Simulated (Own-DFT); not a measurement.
# Strain and stress in hexagonal WC, 64 atoms (C32W32)

These are calculations, not measurements. They come from Own-DFT, an in-house plane-wave density functional program, since retired, whose code no person has reviewed. Each row is one single-point run on a periodic cell that was not relaxed, without spin or spin-orbit coupling.

Settings of every run: PBE; PseudoDojo norm-conserving scalar-relativistic files; cutoff 50 hartree; 4 x 4 x 4 k mesh centred on Gamma; cold (Marzari-Vanderbilt) smearing of 0.2 eV.

Known limits: forces on such cells moved up to 12 meV/angstrom on a denser k mesh; stress not checked against mesh or cutoff.

Unstrained cell vectors in Å: (5.833, -5.052, -2.839); (0.000, -5.052, 8.518); (-5.833, -5.052, -2.839). The unstrained cell was taken from the Materials Project. The random moves and any unrelaxed bonds add to the pressure at no strain. Each run strains this cell uniformly, with the atoms carried along. Every atom was also moved at random, by a Gaussian of width 0.05 Å on each axis. Strain is the symmetric tensor, in per cent. Stress is positive in tension, and the pressure is minus a third of its trace.

```
run,e_xx (%),e_yy (%),e_zz (%),e_yz (%),e_xz (%),e_xy (%),s_xx (GPa),s_yy (GPa),s_zz (GPa),s_yz (GPa),s_xz (GPa),s_xy (GPa),P (GPa),E (meV/atom)
1,-0.88,-0.79,0.47,0.19,-0.56,-0.93,-12.85,-15.21,-6.66,1.84,-3.32,-3.55,11.57,28.3
2,-0.06,-0.18,-1.67,-0.13,1.46,1.50,-11.04,-10.58,-25.74,-0.89,8.92,7.43,15.79,28.6
3,1.47,0.21,-0.29,1.82,0.93,-0.16,3.55,-1.32,-7.50,10.35,5.48,-0.79,1.75,7.7
4,1.52,1.12,1.75,-0.41,1.24,-1.88,9.17,6.52,10.96,-2.18,6.35,-8.89,-8.89,22.0
5,-0.66,0.18,1.01,0.54,1.87,-0.62,-8.69,-4.27,0.67,3.54,11.60,-3.64,4.10,4.1
6,-1.68,-1.70,0.60,-0.38,0.28,-1.10,-21.75,-21.94,-8.64,-2.04,1.90,-5.60,17.45,24.4
7,1.03,-0.04,-1.43,-0.87,-1.50,0.82,-2.69,-6.40,-20.89,-5.03,-9.41,4.18,9.99,28.3
8,0.63,-0.46,1.88,-1.77,0.80,1.56,0.78,-5.81,8.40,-10.62,5.06,8.43,-1.12,23.6
9,0.62,0.83,-0.13,0.06,-0.29,1.67,0.74,0.41,-6.47,0.73,-2.03,7.66,1.77,0.0
10,-1.47,-1.74,-1.18,0.26,-1.62,-0.46,-25.65,-25.49,-26.70,1.58,-11.92,-3.20,25.95,45.5
11,-0.12,0.51,-1.83,-1.67,-1.07,1.27,-8.30,-6.93,-25.42,-10.40,-6.53,5.67,13.55,20.0
12,1.20,-0.37,-1.95,0.84,-1.35,-0.97,-2.62,-9.43,-25.21,5.71,-8.29,-5.14,12.42,19.7
13,-1.86,-1.35,-0.71,-0.60,0.02,0.62,-26.04,-23.79,-22.65,-5.15,0.32,2.17,24.16,53.3
14,0.01,1.11,-1.53,-0.27,-1.48,-1.17,-8.48,-0.57,-21.61,-1.24,-9.89,-4.82,10.22,32.4
15,1.41,-1.99,-0.97,-0.35,0.84,-1.59,?,?,?,?,?,?,?,?
```

E is the free energy for each atom above the lowest run shown.

## Worked fit

Each stress component was fitted by least squares to a constant and the strains of the runs shown, as fractions, with shears doubled. Shear strains stay in the fit of a normal stress only where such slopes are resolved. The slopes, in GPa:

```
stress  at no strain  per e_xx  per e_yy  per e_zz  scatter
  s_xx          -6.8  720 ± 40  261 ± 49  205 ± 25     1.18
  s_yy          -7.0  258 ± 31  733 ± 38  149 ± 19     0.91
  s_zz          -8.9  185 ± 34  185 ± 41  943 ± 21     0.99
```

Each shear stress against twice its own strain: yz 303 ± 13, xz 317 ± 14, xy 238 ± 11 GPa. These are stiffnesses along x, y and z of the frame in which the cell vectors are given, which need not be the crystal's axes. The atoms are held to the strained lattice; where symmetry lets them move under strain, relaxing them would lower some slopes. The table should be nearly symmetric about its diagonal, and what it lacks of that shows the noise. A ninth of its sum, 404 ± 10 GPa, estimates the bulk modulus near the mean pressure of these runs, 9.9 GPa, so it lies above the value at zero pressure.

## Withheld run

Question: what normal stresses and pressure should run 15 give?

The fit gives s_xx = -3.9, s_yy = -19.4, s_zz = -19.1 and P = 14.1 GPa. The calculation gave -1.45, -19.62, -18.17 and P = 13.08 GPa.
